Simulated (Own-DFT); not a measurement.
# Point defects and the pressure they add: D0_22 TiAl3

Everything here is calculated. The program is Own-DFT (plane waves, in-house, since retired, never reviewed by a person); positions were held fixed, and spin and spin-orbit coupling were off.

Common settings: PBE; PseudoDojo norm-conserving scalar-relativistic files; cutoff 42 hartree; 4 x 4 x 4 k mesh centred on Gamma; cold (Marzari-Vanderbilt) smearing of 0.2 eV.

Caveats: forces on such cells failed a check on a denser k mesh; stress not checked against mesh or cutoff.

All runs share one cell, with vectors in Å (-2.365, -6.981, 4.326); (-7.667, 3.491, 1.442); (-2.950, -3.488, -7.241) and a volume of 625.4 Å³. u is the rms random offset of the atoms per axis. The defect's site can differ from row to row.

```
                     cell   formula   u (Å)  P (GPa)
                no defect  Al30Ti10  0.0219     2.02
                no defect  Al30Ti10  0.0486     2.66
                no defect  Al30Ti10  0.0516     2.67
 two Al on a Ti site each   Al32Ti8  0.0302     2.95
 two Al on a Ti site each   Al32Ti8  0.0496     3.37
 two Al on a Ti site each   Al32Ti8  0.0530     3.61
two Ti on an Al site each  Al28Ti12  0.0304     3.36
two Ti on an Al site each  Al28Ti12  0.0331     3.23
two Ti on an Al site each  Al28Ti12  0.0519        ?
two Ti on an Al site each  Al28Ti12  0.0535     3.58
         two Al vacancies  Al28Ti10  0.0323     1.34
         two Al vacancies  Al28Ti10  0.0346     1.15
         two Al vacancies  Al28Ti10  0.0573     1.94
```

## Analysis

P = P0 + c u² + a shift for each defect gives P0 = 1.94 GPa, c = 280 ± 38 GPa/Å² and a scatter of 0.12 GPa. The shifts, and each times the cell's volume:

- two Ti on an Al site each: 1.00 ± 0.10 GPa, 3.9 eV (1.9 eV for each of its 2 sites)
- two Al on a Ti site each: 0.79 ± 0.10 GPa, 3.1 eV (1.5 eV for each of its 2 sites)
- two Al vacancies: -0.98 ± 0.10 GPa, -3.8 eV (-1.9 eV for each of its 2 sites)

Against the defect-free cell, a freed cell would be larger where the shift is positive and smaller where it is negative (160.2 GPa Å³ is 1 eV). The atoms around the defects weren't relaxed, which would change these numbers.

## Prediction

Q: what pressure belongs in the blank (two Ti on an Al site each, u = 0.0519 Å)?

Estimate: 3.69 ± 0.15 GPa. DFT gave 3.82 GPa.
